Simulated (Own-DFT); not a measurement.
Hf36O71 (tetragonal hafnia with one neutral oxygen vacancy, atoms displaced) (calculated)

All values are calculated (Own-DFT development build). A calculation, not a measurement: plane-wave PBE and HSE06 DFT by an unreviewed code, no spin, of a simulated cell at Gamma alone, so results move with cell size and shape, stress positive in tension, energies less offsets, not probed for a lower state with spin; hafnium file: forces about 75 meV/angstrom off all-electron values; oxygen file: force components 24 meV/angstrom off all-electron in a glass; k mesh not checked against a denser one; forces and stress are PBE's, HSE06 gives the energy alone, and its difference from PBE has offsets of its own; offsets are fitted by least squares, one for each functional and potential file, so energies compare only between cells with the same atoms and settings and are not formation energies; the far tail of each file's local potential was reset to the Coulomb form; each entry is a single point on an unrelaxed cell, so the pressure reflects the starting lattice, taken from the Materials Project, from which strain is counted, and rises with the displacements; printed positions are rounded, which can move forces by about a meV/angstrom; the program is a retired in-house code; no spin-orbit coupling.

```yaml
- formula: Hf36O71
  kind: "tetragonal hafnia with one neutral oxygen vacancy, atoms displaced"
  structure:
    cell_angstrom: [[10.78, 0.0, 0.0], [0.0, 10.78, 0.0], [0.0, 0.0, 10.4493]]
    atoms_fractional:
      - [Hf, 0.99673, 0.99032, 0.99998]
      - [Hf, 0.16886, 0.16714, 0.25613]
      - [O, 0.00874, 0.17042, 0.14844]
      - [O, 0.16077, 0.99643, 0.35236]
      - [O, 0.0055, 0.16876, 0.40489]
      - [O, 0.17219, 0.00135, 0.09836]
      - [Hf, 0.0032, 0.98663, 0.4952]
      - [Hf, 0.16883, 0.16292, 0.75495]
      - [O, 0.99403, 0.17037, 0.65334]
      - [O, 0.15962, 0.00578, 0.85279]
      - [O, 0.00248, 0.16789, 0.9007]
      - [O, 0.1745, 0.01084, 0.59833]
      - [Hf, 0.99824, 0.32376, 0.99405]
      - [Hf, 0.17089, 0.49458, 0.25274]
      - [O, 0.00291, 0.49777, 0.14293]
      - [O, 0.15916, 0.33563, 0.34766]
      - [O, 0.9963, 0.50443, 0.40405]
      - [O, 0.1705, 0.33459, 0.09873]
      - [Hf, 0.00038, 0.3325, 0.49774]
      - [Hf, 0.16609, 0.50316, 0.75404]
      - [O, 0.99805, 0.50048, 0.6537]
      - [O, 0.17109, 0.33108, 0.84641]
      - [O, 0.00518, 0.49553, 0.9018]
      - [O, 0.17494, 0.33647, 0.60002]
      - [Hf, 0.99548, 0.65976, 0.99926]
      - [Hf, 0.16994, 0.83394, 0.24774]
      - [O, 0.99892, 0.83462, 0.15468]
      - [O, 0.16504, 0.66727, 0.34984]
      - [O, 0.99027, 0.82923, 0.4038]
      - [O, 0.1667, 0.66799, 0.0961]
      - [Hf, 0.99927, 0.66234, 0.49667]
      - [Hf, 0.16135, 0.83413, 0.73673]
      - [O, 0.99228, 0.83834, 0.65662]
      - [O, 0.16812, 0.67222, 0.84631]
      - [O, 0.99191, 0.83851, 0.89665]
      - [O, 0.1614, 0.66452, 0.59263]
      - [Hf, 0.3417, 0.00136, 0.99453]
      - [Hf, 0.50348, 0.16875, 0.25269]
      - [O, 0.33442, 0.16185, 0.15021]
      - [O, 0.50102, 0.00316, 0.35711]
      - [O, 0.3345, 0.1744, 0.40496]
      - [O, 0.49583, 0.99804, 0.0993]
      - [Hf, 0.33684, 0.00393, 0.50331]
      - [Hf, 0.50092, 0.17561, 0.74379]
      - [O, 0.33276, 0.16554, 0.65002]
      - [O, 0.50353, 0.00142, 0.84517]
      - [O, 0.33281, 0.16186, 0.90584]
      - [O, 0.50131, 0.0028, 0.59667]
      - [Hf, 0.33799, 0.33175, 0.99199]
      - [Hf, 0.49891, 0.50178, 0.25259]
      - [O, 0.32699, 0.50635, 0.15199]
      - [O, 0.50375, 0.32872, 0.34955]
      - [O, 0.33041, 0.50038, 0.39078]
      - [O, 0.49503, 0.32994, 0.08731]
      - [Hf, 0.33242, 0.33247, 0.49711]
      - [Hf, 0.50023, 0.49569, 0.74803]
      - [O, 0.33983, 0.49855, 0.64152]
      - [O, 0.50564, 0.32502, 0.84623]
      - [O, 0.34138, 0.50344, 0.90048]
      - [O, 0.49904, 0.33808, 0.59935]
      - [Hf, 0.32911, 0.66976, 0.99754]
      - [Hf, 0.50288, 0.83708, 0.25225]
      - [O, 0.33724, 0.83686, 0.14732]
      - [O, 0.4958, 0.66353, 0.34834]
      - [O, 0.32994, 0.83532, 0.40617]
      - [O, 0.50838, 0.67052, 0.09297]
      - [Hf, 0.33439, 0.67065, 0.50797]
      - [Hf, 0.49519, 0.83603, 0.74728]
      - [O, 0.33423, 0.83412, 0.64846]
      - [O, 0.49631, 0.66971, 0.84521]
      - [O, 0.32854, 0.84343, 0.9139]
      - [O, 0.50264, 0.66936, 0.59697]
      - [Hf, 0.66388, 0.00616, 0.99361]
      - [Hf, 0.84384, 0.1724, 0.24823]
      - [O, 0.66046, 0.16068, 0.15176]
      - [O, 0.84107, 8.0e-05, 0.34246]
      - [O, 0.66451, 0.16156, 0.40096]
      - [O, 0.83961, 0.99923, 0.10018]
      - [Hf, 0.66696, 0.99692, 0.49918]
      - [Hf, 0.83589, 0.15904, 0.75152]
      - [O, 0.66157, 0.16195, 0.65357]
      - [O, 0.83995, 0.99393, 0.84136]
      - [O, 0.66119, 0.16608, 0.91085]
      - [O, 0.83979, 0.00403, 0.59795]
      - [Hf, 0.66525, 0.331, 0.99721]
      - [Hf, 0.8359, 0.49702, 0.2541]
      - [O, 0.66722, 0.49652, 0.15859]
      - [O, 0.83723, 0.33036, 0.34764]
      - [O, 0.65477, 0.50063, 0.3946]
      - [O, 0.83201, 0.33566, 0.09413]
      - [Hf, 0.6708, 0.33786, 0.49784]
      - [Hf, 0.838, 0.50224, 0.75207]
      - [O, 0.83327, 0.33326, 0.84485]
      - [O, 0.66982, 0.5017, 0.90366]
      - [O, 0.82089, 0.33467, 0.59764]
      - [Hf, 0.66353, 0.66938, 0.0015]
      - [Hf, 0.83734, 0.83456, 0.25313]
      - [O, 0.66686, 0.83744, 0.14913]
      - [O, 0.82514, 0.66638, 0.3477]
      - [O, 0.65583, 0.81893, 0.40469]
      - [O, 0.83794, 0.6638, 0.09786]
      - [Hf, 0.67277, 0.66245, 0.50397]
      - [Hf, 0.83957, 0.8327, 0.74762]
      - [O, 0.66292, 0.83881, 0.65842]
      - [O, 0.83719, 0.66504, 0.84719]
      - [O, 0.66387, 0.8343, 0.8964]
      - [O, 0.83543, 0.6682, 0.59252]
  settings:
    first_functional: PBE
    second_functional: HSE06
    exact_exchange_share: 0.25
    "screening [1/bohr]": 0.11
    exchange_divergence: Gygi-Baldereschi
    potential_files: "PseudoDojo norm-conserving, scalar-relativistic, made for PBE, standard set"
    "wave_cutoff [hartree]": 48.0
    occupations: fixed
    k_mesh: "1 x 1 x 1 centred on Gamma"
  results:
    "PBE_energy_of_cell_above_offsets [eV]": "-97.319"
    "HSE06_less_PBE_above_offsets [eV]": "0.051"
    "PBE_pressure [GPa]": 2.16
    "PBE_stress_xx [GPa]": -0.97
    "PBE_stress_yy [GPa]": -2.98
    "PBE_stress_zz [GPa]": -2.51
    "PBE_stress_yz [GPa]": -1.22
    "PBE_stress_xz [GPa]": 0.59
    "PBE_stress_xy [GPa]": -0.03
    force_element: [Hf, Hf, O, O, O, O, Hf, Hf, O, O, O, O, Hf, Hf, O, O, O, O, Hf, Hf, O, O, O, O, Hf, Hf, O, O, O, O, Hf, Hf, O, O, O, O, Hf, Hf, O, O, O, O, Hf, Hf, O, O, O, O, Hf, Hf, O, O, O, O, Hf, Hf, O, O, O, O, Hf, Hf, O, O, O, O, Hf, Hf, O, O, O, O, Hf, Hf, O, O, O, O, Hf, Hf, O, O, O, O, Hf, Hf, O, O, O, O, Hf, Hf, O, O, O, Hf, Hf, O, O, O, O, Hf, Hf, O, O, O, O]
    "force_x [eV/angstrom]": [1.97, 0.794, -1.11, -0.046, -0.431, -1.133, -0.172, -0.524, 1.176, 0.074, -0.754, -1.942, 1.06, -0.208, -0.667, -0.136, -0.385, 0.151, 0.457, 0.456, 0.762, 0.083, 0.199, -1.809, 0.692, 1.082, 0.529, -0.383, 0.214, -0.599, 0.149, 0.854, 3.149, 0.107, 0.646, 0.436, -1.251, -0.782, 0.064, -0.177, -0.682, 1.76, 0.785, -0.513, 0.567, -0.217, -0.012, -0.344, -2.038, -0.511, 1.61, -0.269, 0.003, 1.121, 0.466, 0.441, -1.022, -0.319, -0.456, 0.844, 0.861, -0.147, -0.34, -0.613, 0.063, -2.07, 0.729, 1.968, -1.354, -0.147, 0.007, 0.079, -0.413, -0.972, 1.83, -0.174, 0.758, -1.218, -0.35, -0.252, 1.413, -0.688, 0.88, -0.849, 0.14, 0.006, 0.144, -0.054, 1.254, 0.129, -2.171, -1.565, -0.007, -0.451, 2.211, 1.082, -1.082, 0.622, 0.466, 0.617, -0.958, -1.578, -3.656, 1.075, 0.445, 0.337, 0.191]
    "force_y [eV/angstrom]": [1.245, -0.576, 0.266, 0.201, -0.72, -0.539, 2.82, 0.463, 0.631, -1.759, -1.309, -1.307, 1.503, 1.429, 0.233, -0.607, -1.341, -0.166, -0.377, -1.2, -0.137, 0.78, 0.341, 0.128, 0.211, -0.283, 0.001, 0.238, -0.641, 0.543, -0.072, 0.906, 0.038, 0.019, -2.111, 0.681, 0.771, -0.807, 0.604, -0.551, -1.741, -0.036, 0.132, -2.467, 0.259, 0.487, 1.664, -0.412, -0.125, 0.121, 0.038, 1.017, -0.485, 0.42, 1.825, 1.098, 0.916, 2.296, -0.675, -0.055, 0.378, -0.477, -0.914, 0.678, 0.106, -0.449, -0.995, -0.285, -0.281, -0.28, -2.604, -0.353, -2.651, -1.681, 0.498, 0.346, 0.647, 0.558, -0.006, 0.859, -0.013, 1.503, 0.526, -0.357, 1.269, 1.144, -0.163, 0.712, -0.345, -0.843, -0.862, -0.821, -0.398, -0.347, 0.584, 0.617, -0.394, -0.056, -0.57, 2.713, 0.14, -0.354, -0.503, -0.033, 0.171, -0.076, -0.158]
    "force_z [eV/angstrom]": [0.617, -1.876, 0.722, -0.128, -0.28, 0.076, 0.509, -0.746, 0.01, -1.319, -0.342, 0.362, 1.563, -1.472, 1.482, 0.907, -0.503, -0.505, 1.443, -0.601, -0.256, -0.089, -0.741, -0.524, 0.508, -0.911, -0.194, -0.352, -0.153, -0.31, -0.417, 2.463, -2.366, -0.637, 0.186, 1.392, 2.606, -0.524, 1.315, -0.858, -0.77, 0.018, -0.862, -0.416, 0.418, 0.03, -1.668, 0.093, 1.214, -0.245, -0.652, -0.485, 1.292, 1.027, 0.531, -0.087, 1.246, 0.368, -0.603, 0.019, 0.908, -0.396, 1.56, -0.459, -0.152, 0.803, -2.142, 1.063, 0.216, -0.377, -2.694, 0.261, 1.862, -0.935, 0.1, 0.821, 0.435, -0.658, 0.435, -0.88, 0.025, 1.083, -1.663, -0.759, 0.794, -1.952, -0.412, 0.59, 1.666, 0.5, -0.516, 0.067, 0.107, -0.382, 0.057, -0.772, -1.35, 0.832, -0.037, -0.15, 0.142, -0.559, 1.479, -0.966, -0.213, 0.996, 1.113]
```
